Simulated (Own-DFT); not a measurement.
Hf16O31 (monoclinic hafnia with two neutral oxygen vacancies, strained, atoms displaced), Hf16O31 (monoclinic hafnia with two neutral oxygen vacancies, atoms displaced) (calculated)

A calculation, not a measurement: plane-wave PBE and HSE06 DFT by an unreviewed code, no spin, of a simulated cell at Gamma alone, so results move with cell size and shape, stress positive in tension, energies less offsets, not probed for a lower state with spin; hafnium file: forces about 75 meV/angstrom off all-electron values; oxygen file: force components 24 meV/angstrom off all-electron in a glass; k mesh not checked against a denser one; forces and stress are PBE's, HSE06 gives the energy alone, and its difference from PBE has offsets of its own; offsets are fitted by least squares, one for each functional and potential file, so energies compare only between cells with the same atoms and settings and are not formation energies; the far tail of each file's local potential was reset to the Coulomb form; each entry is a single point on an unrelaxed cell, so the pressure reflects the starting lattice, mostly measured values, from which strain is counted, and rises with the displacements; printed positions are rounded, which can move forces by about a meV/angstrom; the program is a retired in-house code; no spin-orbit coupling. Program: Own-DFT development build.

Common to all runs: first functional PBE; second functional HSE06; exact exchange share 0.25; screening 0.11 1/bohr; exchange divergence Gygi-Baldereschi; potential files PseudoDojo norm-conserving, scalar-relativistic, made for PBE, standard set; wave cutoff 48 hartree; occupations fixed; k mesh 1 x 1 x 1 centred on Gamma.

(1) Hf16O31 (monoclinic hafnia with two neutral oxygen vacancies, strained, atoms displaced)

```
CELL_PARAMETERS angstrom
10.12030 0.10260 -0.18280
0.10370 10.52640 0.18910
-1.86330 0.17380 10.42510
ATOMIC_POSITIONS crystal
Hf 0.14456 0.02012 0.10401
Hf 0.36698 0.26892 0.15073
Hf 0.36570 0.47056 0.40055
Hf 0.13934 0.22418 0.35799
O 0.03834 0.16325 0.17245
O 0.46401 0.41908 0.08182
O 0.46568 0.33673 0.32765
O 0.03338 0.08536 0.42187
O 0.22344 0.37794 0.24133
O 0.27392 0.12899 0.00451
O 0.27966 0.12183 0.25842
O 0.22437 0.37030 0.49050
Hf 0.14079 0.02234 0.60989
Hf 0.36301 0.27171 0.64245
Hf 0.36536 0.47966 0.89473
Hf 0.13446 0.22748 0.85520
O 0.03356 0.16753 0.67213
O 0.46257 0.41598 0.57967
O 0.46391 0.33707 0.83160
O 0.03524 0.08575 0.92220
O 0.22576 0.38428 0.74315
O 0.27561 0.12878 0.50945
O 0.27263 0.12131 0.75834
O 0.22545 0.36920 0.99031
Hf 0.13869 0.52115 0.10854
Hf 0.36324 0.76804 0.14698
Hf 0.36931 0.98009 0.39776
Hf 0.14077 0.72527 0.35331
O 0.03355 0.66649 0.17448
O 0.46429 0.91591 0.07741
O 0.46218 0.83673 0.33051
O 0.03225 0.58498 0.42372
O 0.22360 0.87757 0.23655
O 0.27250 0.62838 0.00256
O 0.27555 0.62454 0.26014
O 0.22121 0.87223 0.48697
Hf 0.13054 0.51819 0.60319
Hf 0.35942 0.76735 0.64621
Hf 0.35799 0.98089 0.89681
Hf 0.13826 0.73148 0.85345
O 0.03438 0.66761 0.67342
O 0.46114 0.91826 0.58021
O 0.46167 0.83556 0.83058
O 0.03719 0.58866 0.92272
O 0.22347 0.87864 0.74145
O 0.27538 0.63265 0.50732
O 0.28037 0.62520 0.75767
O 0.22289 0.87114 0.98745
Hf 0.63837 0.01821 0.10727
Hf 0.86428 0.26999 0.14544
Hf 0.86169 0.48307 0.39614
Hf 0.63997 0.22910 0.35013
O 0.53413 0.16630 0.17416
O 0.96316 0.41663 0.07481
O 0.96669 0.33143 0.32968
O 0.53469 0.08575 0.42032
O 0.72524 0.37744 0.23954
O 0.77399 0.12973 0.01112
O 0.77897 0.12224 0.26175
O 0.72530 0.36777 0.48504
Hf 0.64038 0.01602 0.60533
Hf 0.86114 0.27459 0.64596
Hf 0.86244 0.47724 0.89246
Hf 0.63741 0.22683 0.85379
O 0.53787 0.16595 0.67497
O 0.96105 0.41813 0.57460
O 0.95358 0.33214 0.82680
O 0.53947 0.08235 0.92219
O 0.72041 0.38177 0.73747
O 0.77902 0.12954 0.51078
O 0.77763 0.11644 0.76449
O 0.72218 0.36550 0.98976
Hf 0.63805 0.51975 0.10757
Hf 0.85884 0.77030 0.14402
Hf 0.86054 0.97663 0.39851
Hf 0.63763 0.73308 0.35107
O 0.53591 0.66469 0.17228
O 0.96208 0.91561 0.07570
O 0.96766 0.83272 0.32339
O 0.53464 0.58702 0.42118
O 0.72653 0.87929 0.24019
O 0.77295 0.62583 0.00580
O 0.77614 0.62485 0.26028
Hf 0.63885 0.51932 0.60778
Hf 0.86193 0.76479 0.64496
Hf 0.86711 0.97741 0.89841
Hf 0.63988 0.72863 0.85969
O 0.53624 0.66952 0.67360
O 0.96130 0.91844 0.57431
O 0.95952 0.82943 0.82753
O 0.54087 0.58444 0.92082
O 0.72232 0.87517 0.74185
O 0.77937 0.61470 0.75601
O 0.72115 0.87327 0.99134
```

- PBE energy of cell above offsets: -90.250 eV
- HSE06 less PBE above offsets: 0.582 eV
- PBE pressure: 4.4 GPa
- PBE stress xx: -7.9 GPa
- PBE stress yy: 0.15 GPa
- PBE stress zz: -5.45 GPa
- PBE stress yz: 3.58 GPa
- PBE stress xz: -4.89 GPa
- PBE stress xy: 2.94 GPa

Force:
```
element  x (eV/Å)  y (eV/Å)  z (eV/Å)
     Hf    -0.867     0.183     0.419
     Hf    -2.012     0.843    -1.339
     Hf    -0.549     1.974    -1.089
     Hf    -0.192     0.291    -0.974
      O    -0.193     0.086    -0.108
      O       0.5      0.25     0.096
      O     0.696    -0.649     0.113
      O    -0.183    -0.398     0.421
      O     0.011     0.084     0.248
      O     0.455    -0.122     0.825
      O     0.219    -0.131     0.115
      O    -0.396    -0.001     0.012
     Hf    -0.445    -0.207    -1.659
     Hf    -0.796    -0.466     1.343
     Hf    -0.813     0.187     0.295
     Hf     0.958         1     0.063
      O     -0.18     0.258     0.057
      O     0.791     0.121     0.269
      O     0.696    -0.927     -0.67
      O    -0.403    -0.464    -0.148
      O    -0.527    -0.538    -0.622
      O     0.436     0.106     0.658
      O     0.327     0.317     0.082
      O    -0.225    -0.068    -0.073
     Hf     0.019     0.301     -1.06
     Hf    -1.118     0.215    -0.711
     Hf    -1.752     -0.45    -0.122
     Hf     0.101     1.424     0.198
      O    -0.046    -0.605    -0.505
      O     0.176     0.111     0.665
      O     1.185    -0.791    -0.407
      O    -0.379    -0.253    -0.223
      O     0.068     0.048     0.084
      O     0.625      0.25     1.392
      O     0.616    -0.856    -0.185
      O     0.129     0.083     0.282
     Hf     1.615     1.177     0.528
     Hf     -0.23     0.419    -0.165
     Hf     1.119    -0.649    -0.335
     Hf     0.603    -0.394     0.295
      O     0.278     -0.61    -0.537
      O     1.102     0.447      0.21
      O     0.577    -0.404     0.129
      O    -1.135    -1.056    -0.108
      O    -0.465     0.309    -0.229
      O    -0.051    -0.936     0.501
      O     -0.36    -0.352     0.039
      O    -0.111     0.097     0.217
     Hf      0.36     1.053     -1.04
     Hf    -0.286    -0.296    -0.103
     Hf    -0.294    -1.195    -1.052
     Hf     1.232    -0.165     1.157
      O     0.454    -0.504     -0.29
      O      0.61       0.2     0.546
      O    -0.142     0.479     0.068
      O     0.293    -0.132     0.268
      O    -0.158     0.291    -0.003
      O     0.433    -0.301     0.478
      O    -0.319    -0.118    -0.261
      O    -0.417     0.655     0.412
     Hf    -0.085      0.88     0.607
     Hf    -1.033    -1.313    -0.666
     Hf    -0.349     0.363     1.145
     Hf     0.563    -0.058     0.755
      O    -0.474     0.085    -0.781
      O     0.388     0.031     0.926
      O     1.614    -0.613     0.064
      O    -1.221     -0.38    -0.035
      O    -0.139    -0.895     0.182
      O    -0.472    -0.345     0.152
      O     0.072     0.606    -0.753
      O     0.131     0.694    -0.156
     Hf     0.227    -0.081    -0.846
     Hf     0.573     0.173     0.329
     Hf     0.936    -0.195    -0.698
     Hf     0.056    -0.694     1.055
      O    -0.289       0.3    -0.165
      O     1.035     0.223     0.636
      O    -0.541     0.402     0.313
      O     0.195    -0.351      0.11
      O    -0.725    -0.229     0.631
      O     0.726     0.338     1.023
      O     0.032    -0.276     0.331
     Hf    -0.281     1.885    -0.914
     Hf    -0.861     0.955    -0.049
     Hf    -0.997    -0.231    -0.437
     Hf     -0.21     0.912    -1.309
      O     0.307    -0.534    -0.122
      O     0.008    -0.591     1.232
      O      0.52     0.213      0.15
      O    -1.298    -0.904     0.192
      O     0.005    -0.008    -0.856
      O     0.022       0.8    -0.453
      O    -0.078    -0.387    -0.056
```

(2) Hf16O31 (monoclinic hafnia with two neutral oxygen vacancies, atoms displaced)

```
CELL_PARAMETERS angstrom
10.23400 0.00000 0.00000
0.00000 10.35000 0.00000
-1.69550 0.00000 10.44530
ATOMIC_POSITIONS crystal
Hf 0.13829 0.01763 0.10598
Hf 0.36047 0.26996 0.14362
Hf 0.36258 0.47656 0.39447
Hf 0.13944 0.23110 0.35169
O 0.03903 0.16404 0.17465
O 0.46777 0.42052 0.07464
O 0.46446 0.32822 0.32549
O 0.03960 0.07842 0.42093
O 0.22303 0.37710 0.23918
O 0.27416 0.12490 0.00874
O 0.27555 0.11710 0.25845
O 0.22446 0.37223 0.48870
Hf 0.13636 0.01705 0.60842
Hf 0.36044 0.27150 0.64627
Hf 0.36375 0.48129 0.89826
Hf 0.13823 0.23261 0.85716
O 0.03466 0.16585 0.67472
O 0.46081 0.41939 0.57715
O 0.46063 0.33651 0.82348
O 0.04105 0.08229 0.92912
O 0.22783 0.37520 0.74279
O 0.27854 0.13142 0.50836
O 0.26936 0.12067 0.75953
O 0.22666 0.37138 0.99127
Hf 0.13521 0.52543 0.10515
Hf 0.36144 0.76757 0.14465
Hf 0.35908 0.98533 0.39521
Hf 0.13959 0.73024 0.35538
O 0.03259 0.66461 0.17544
O 0.45842 0.91909 0.08005
O 0.46219 0.83492 0.32633
O 0.04573 0.58841 0.42192
O 0.22650 0.87680 0.24310
O 0.27830 0.62669 0.00741
O 0.27416 0.62271 0.25793
O 0.22255 0.87216 0.49273
Hf 0.13790 0.51896 0.60496
Hf 0.36155 0.77017 0.64501
Hf 0.36235 0.97987 0.89666
Hf 0.14151 0.72933 0.85657
O 0.03205 0.66571 0.67456
O 0.46680 0.91610 0.57594
O 0.46258 0.83379 0.82928
O 0.03584 0.59208 0.92061
O 0.22546 0.87749 0.73245
O 0.27814 0.62437 0.51060
O 0.26940 0.62239 0.76297
O 0.21792 0.87145 0.99171
Hf 0.63713 0.01867 0.10148
Hf 0.86286 0.26758 0.15084
Hf 0.86477 0.48346 0.40036
Hf 0.63976 0.22580 0.35592
O 0.53967 0.16391 0.17629
O 0.96045 0.41643 0.07693
O 0.96269 0.33283 0.32676
O 0.53871 0.08518 0.42743
O 0.72140 0.37579 0.24242
O 0.77309 0.12333 0.01234
O 0.76820 0.12754 0.25546
O 0.72568 0.37215 0.49147
Hf 0.63572 0.02069 0.60595
Hf 0.86049 0.27347 0.65174
Hf 0.86239 0.47793 0.89637
Hf 0.64093 0.22679 0.85145
O 0.53947 0.16433 0.66938
O 0.96179 0.41684 0.58491
O 0.95872 0.33686 0.82059
O 0.53872 0.07703 0.92475
O 0.72170 0.38082 0.74091
O 0.77079 0.12736 0.50356
O 0.77558 0.12354 0.76206
O 0.72902 0.36941 0.98902
Hf 0.63557 0.52284 0.10484
Hf 0.85953 0.77134 0.14578
Hf 0.85415 0.97834 0.39361
Hf 0.64119 0.72632 0.35031
O 0.53426 0.66554 0.17195
O 0.96484 0.90548 0.07618
O 0.96343 0.83177 0.32519
O 0.53404 0.58918 0.42236
O 0.72941 0.88046 0.24242
O 0.77636 0.63131 0.00986
O 0.77723 0.62451 0.25759
Hf 0.63283 0.51963 0.60487
Hf 0.86049 0.77573 0.64831
Hf 0.86406 0.97928 0.89655
Hf 0.63948 0.73201 0.85124
O 0.53873 0.66414 0.66860
O 0.95772 0.83148 0.82472
O 0.53574 0.58348 0.92289
O 0.72794 0.87771 0.74333
O 0.78183 0.62822 0.51440
O 0.77078 0.62495 0.75818
O 0.72582 0.87335 0.98529
```

* PBE energy of cell above offsets: -91.274 eV
* HSE06 less PBE above offsets: 0.418 eV
* PBE pressure: 3.79 GPa
* PBE stress xx: -4.16 GPa
* PBE stress yy: -3.43 GPa
* PBE stress zz: -3.77 GPa
* PBE stress yz: -0.46 GPa
* PBE stress xz: -0.03 GPa
* PBE stress xy: 0.2 GPa

Force:
```
element  x (eV/Å)  y (eV/Å)  z (eV/Å)
     Hf    -0.084     -0.47     0.271
     Hf     1.022    -0.272     0.406
     Hf     0.204     0.494    -0.105
     Hf    -0.611    -0.966     0.793
      O    -0.753      0.39    -0.265
      O    -0.849    -1.107     0.588
      O     -0.63     0.693      0.15
      O    -0.618    -0.218     0.428
      O     0.104      0.28    -0.262
      O     0.492     0.748      0.41
      O     0.238     0.778    -0.263
      O    -0.293    -0.083     0.161
     Hf    -0.436     0.838    -1.469
     Hf     0.107    -0.252    -0.184
     Hf     0.105    -0.074    -0.591
     Hf    -0.119    -0.785    -0.562
      O    -0.445     0.021     0.065
      O     0.083    -0.443    -0.036
      O       1.3    -0.986     0.313
      O     -0.91     0.234     -0.74
      O    -0.782     0.601    -0.503
      O    -0.167    -0.098     0.312
      O     0.686    -0.024     0.474
      O    -0.323    -0.091     0.005
     Hf    -0.263     -0.35     -0.16
     Hf    -0.167     0.926     0.812
     Hf     0.732    -1.274     0.275
     Hf     0.204      1.16    -0.205
      O     0.202    -0.218    -0.261
      O     0.389    -0.113    -0.294
      O       0.8    -0.215     0.075
      O    -2.067    -1.992     0.656
      O    -0.296     0.222    -0.489
      O    -0.262     0.315     0.599
      O     0.224    -0.622     0.098
      O     0.305    -0.139    -0.201
     Hf    -0.178     0.606     0.377
     Hf     0.405    -0.095    -0.586
     Hf    -0.308     0.014     0.014
     Hf    -0.835     0.498    -0.797
      O     0.222     0.222    -0.452
      O    -0.309    -0.391     0.352
      O     0.235    -0.427    -0.348
      O    -0.705    -1.291     0.838
      O    -0.395    -0.082     1.148
      O     0.319     0.562     0.461
      O     0.864    -0.363    -0.474
      O     0.556    -0.349    -0.494
     Hf     -0.22     0.214     0.827
     Hf    -0.595     0.268     -0.62
     Hf    -0.307    -0.422    -0.307
     Hf     0.083     0.951    -0.176
      O    -1.465     0.316    -0.902
      O     1.133     0.392    -0.034
      O     0.421     0.266     0.577
      O    -1.132    -0.734    -0.393
      O     0.312     1.093    -0.353
      O     0.705     0.631    -0.273
      O     1.133    -1.106     0.476
      O    -0.035    -0.003    -0.037
     Hf     1.146    -0.672    -0.735
     Hf    -0.163    -0.985    -1.889
     Hf    -0.676     1.233     0.098
     Hf     -0.79     0.599     0.895
      O    -1.153     1.155     0.736
      O     1.064     0.822    -0.926
      O      1.29     -0.28     1.429
      O    -0.482     0.707    -1.007
      O    -0.307    -0.181      0.12
      O     0.564    -0.056     1.003
      O     0.288    -0.198     0.119
      O     -0.55    -0.327    -0.134
     Hf     1.321    -0.639    -0.293
     Hf     0.378    -0.386     -0.02
     Hf     1.588     0.083     0.457
     Hf    -0.715     0.704     1.027
      O    -0.009     0.295    -0.046
      O     0.932     1.363    -0.368
      O     0.035     0.362     0.766
      O    -0.149    -0.766    -0.041
      O    -1.033     0.102     -0.35
      O    -0.244    -0.231    -0.151
      O     -0.16    -0.839     0.665
     Hf     1.358     0.129    -0.416
     Hf      0.91    -0.892    -0.714
     Hf     0.239    -0.069     0.097
     Hf     0.028    -0.676     0.501
      O    -1.482     1.299      0.61
      O     1.334     0.192     0.428
      O     0.137     0.369    -0.271
      O    -0.994     0.711     -0.97
      O    -0.542      0.48    -0.718
      O      0.38    -0.803     0.546
      O    -0.571    -0.284      0.43
```

(3) Hf16O31 (monoclinic hafnia with two neutral oxygen vacancies, strained, atoms displaced)

```
CELL_PARAMETERS angstrom
10.22680 -0.06100 0.04840
-0.06170 10.24520 -0.10730
-1.64500 -0.09820 10.38150
ATOMIC_POSITIONS crystal
Hf 0.13484 0.02185 0.10405
Hf 0.35882 0.27070 0.14279
Hf 0.36294 0.47930 0.39616
Hf 0.14335 0.23274 0.35308
O 0.03515 0.16728 0.17151
O 0.46031 0.42105 0.07686
O 0.46306 0.33255 0.33216
O 0.03432 0.08482 0.42898
O 0.22180 0.37980 0.23456
O 0.27667 0.12872 0.00906
O 0.27527 0.11853 0.26085
O 0.22592 0.36900 0.48896
Hf 0.14274 0.01875 0.60592
Hf 0.35586 0.26671 0.63984
Hf 0.35967 0.47791 0.89495
Hf 0.13568 0.22831 0.85996
O 0.03603 0.16589 0.67486
O 0.46253 0.41225 0.57119
O 0.46814 0.33253 0.82850
O 0.04194 0.08231 0.92805
O 0.22841 0.37798 0.74022
O 0.27461 0.12303 0.50893
O 0.27593 0.12174 0.75692
O 0.21924 0.37232 0.99064
Hf 0.13607 0.52102 0.10489
Hf 0.36587 0.77263 0.14172
Hf 0.36548 0.97883 0.39741
Hf 0.13013 0.72680 0.34892
O 0.03922 0.66667 0.17452
O 0.46172 0.91751 0.07355
O 0.46184 0.83375 0.32782
O 0.03589 0.58096 0.42371
O 0.22658 0.87478 0.24355
O 0.26897 0.63226 0.01406
O 0.27653 0.62422 0.26379
O 0.22924 0.87541 0.48609
Hf 0.13940 0.51944 0.60508
Hf 0.36317 0.76903 0.64414
Hf 0.36330 0.97675 0.90042
Hf 0.13427 0.73339 0.85527
O 0.03430 0.66737 0.67035
O 0.46548 0.92082 0.57967
O 0.46379 0.83761 0.82273
O 0.04233 0.58285 0.92776
O 0.22539 0.87764 0.74085
O 0.27368 0.62803 0.50771
O 0.27864 0.62038 0.75981
O 0.22056 0.87105 0.99102
Hf 0.64343 0.02362 0.10251
Hf 0.86369 0.26721 0.14569
Hf 0.86357 0.47546 0.39370
Hf 0.63824 0.23101 0.35636
O 0.54053 0.16803 0.17982
O 0.96750 0.41935 0.07691
O 0.96338 0.33341 0.32489
O 0.53572 0.07817 0.42205
O 0.72427 0.37914 0.24158
O 0.77928 0.12758 0.01557
O 0.77194 0.12263 0.26115
O 0.72790 0.37073 0.49025
Hf 0.63646 0.01698 0.60172
Hf 0.86623 0.26696 0.64527
Hf 0.86040 0.47845 0.90172
Hf 0.63630 0.23168 0.85167
O 0.53896 0.16768 0.67026
O 0.96654 0.41140 0.57634
O 0.95943 0.33118 0.82719
O 0.54158 0.08209 0.92830
O 0.72246 0.38115 0.73841
O 0.77211 0.12920 0.50949
O 0.77957 0.12345 0.76203
O 0.72240 0.36426 0.99152
Hf 0.63781 0.52058 0.10117
Hf 0.86452 0.76965 0.15032
Hf 0.85902 0.97534 0.39643
Hf 0.63716 0.72920 0.35638
O 0.53950 0.66965 0.17125
O 0.96214 0.91336 0.07734
O 0.96519 0.83475 0.32881
O 0.53250 0.58345 0.41981
O 0.72446 0.87723 0.23947
O 0.77636 0.63174 0.00790
O 0.78571 0.62294 0.26364
O 0.72703 0.87032 0.49186
Hf 0.63655 0.52365 0.60761
Hf 0.86225 0.77035 0.64275
Hf 0.86231 0.97807 0.89979
Hf 0.64027 0.73540 0.85377
O 0.96412 0.91682 0.57631
O 0.96618 0.83447 0.82857
O 0.53959 0.58107 0.92108
O 0.72277 0.88150 0.74000
O 0.77618 0.63287 0.51131
O 0.72912 0.87390 0.99239
```

- PBE energy of cell above offsets: -90.768 eV
- HSE06 less PBE above offsets: 0.000 eV
- PBE pressure: 7.85 GPa
- PBE stress xx: -6.32 GPa
- PBE stress yy: -9.27 GPa
- PBE stress zz: -7.95 GPa
- PBE stress yz: -2.18 GPa
- PBE stress xz: 0.72 GPa
- PBE stress xy: -1.96 GPa

Force:
```
element  x (eV/Å)  y (eV/Å)  z (eV/Å)
     Hf     0.898    -1.286     1.178
     Hf     1.158     -0.03     1.007
     Hf    -0.447     0.741    -0.688
     Hf    -1.431    -1.402     0.188
      O    -0.001     0.111      0.06
      O     0.073    -0.336     0.279
      O    -0.071    -0.399    -0.738
      O     0.173     0.564    -0.835
      O     0.188    -0.603     0.678
      O     0.178     0.218      0.26
      O     0.014     0.599    -0.366
      O    -0.462     0.025     0.096
     Hf    -0.693    -0.192    -0.523
     Hf     1.406     0.043     1.136
     Hf     0.518     0.546    -0.265
     Hf     0.219     0.328    -1.567
      O     0.331    -0.214     0.232
      O     0.599     0.746     1.089
      O     -0.79     0.278    -0.159
      O    -1.105    -0.367    -0.401
      O     -0.42    -0.015    -0.115
      O     0.323     1.092     0.015
      O     0.049    -0.096     0.752
      O     0.442    -0.285    -0.274
     Hf     1.406     0.381     0.418
     Hf    -1.251    -0.587     1.457
     Hf    -1.049    -0.182    -0.897
     Hf     2.201     0.658      1.57
      O    -1.257      0.39     -0.59
      O     0.839     0.265     0.364
      O     1.366    -0.842    -0.061
      O    -0.119    -0.176     0.036
      O    -0.237     0.692    -1.209
      O     1.248    -0.222     -0.61
      O     0.177    -0.658    -0.323
      O    -0.857    -0.946      0.79
     Hf    -0.248     0.221    -0.035
     Hf    -0.162     0.227    -0.208
     Hf    -0.123     0.827    -1.173
     Hf     0.576    -0.847    -0.243
      O     0.029    -0.184     0.175
      O    -0.535    -1.064     0.202
      O     0.909    -1.007     0.077
      O     -1.49    -0.181    -1.117
      O    -0.039     -0.13    -0.023
      O      0.16     0.055     0.714
      O    -0.193     0.219     0.164
      O     0.252     0.409     -0.07
     Hf    -0.872    -0.282     1.097
     Hf    -0.363     0.841     0.535
     Hf    -0.624      0.39     0.641
     Hf     -0.32    -0.303     0.347
      O    -1.138     0.084    -1.351
      O    -1.347    -0.892     0.181
      O     0.926    -0.495     0.083
      O     0.643     0.703      -0.1
      O    -0.063     0.265    -0.565
      O     0.495    -0.205    -0.632
      O     0.929    -0.362     0.052
      O    -0.182     0.492     0.113
     Hf     0.632     1.082     0.745
     Hf     -0.77     0.123    -0.091
     Hf     0.355     0.172    -1.068
     Hf     0.076    -0.794    -0.495
      O    -0.686      0.24    -0.128
      O       0.6     0.548    -0.035
      O     0.615     0.099     0.762
      O    -0.504     0.251    -0.685
      O     0.232     0.949     0.165
      O     0.368      -0.3    -0.067
      O    -0.153    -0.444     0.361
      O     0.434      0.98     0.299
     Hf    -0.061    -0.051     0.517
     Hf    -0.575    -0.183    -0.498
     Hf     0.546     1.764     0.245
     Hf     -0.28      0.02     -0.38
      O     0.187    -0.187    -0.068
      O      0.91     0.543     0.236
      O    -0.075    -0.063    -0.151
      O     0.626       0.2     0.682
      O    -0.114     0.111     0.086
      O     0.235     -0.26     -0.04
      O    -0.762    -0.197    -0.227
      O    -0.408    -0.021    -0.354
     Hf    -0.291    -0.677    -0.349
     Hf    -0.155     0.212     0.688
     Hf    -0.093     0.716    -1.082
     Hf    -0.713     -1.12    -0.271
      O     0.042    -0.206     0.273
      O    -0.495     0.062    -0.074
      O    -0.268     0.362    -0.476
      O     0.487     -0.47     0.416
      O    -0.313    -0.905     0.343
      O    -0.464    -0.181    -0.123
```
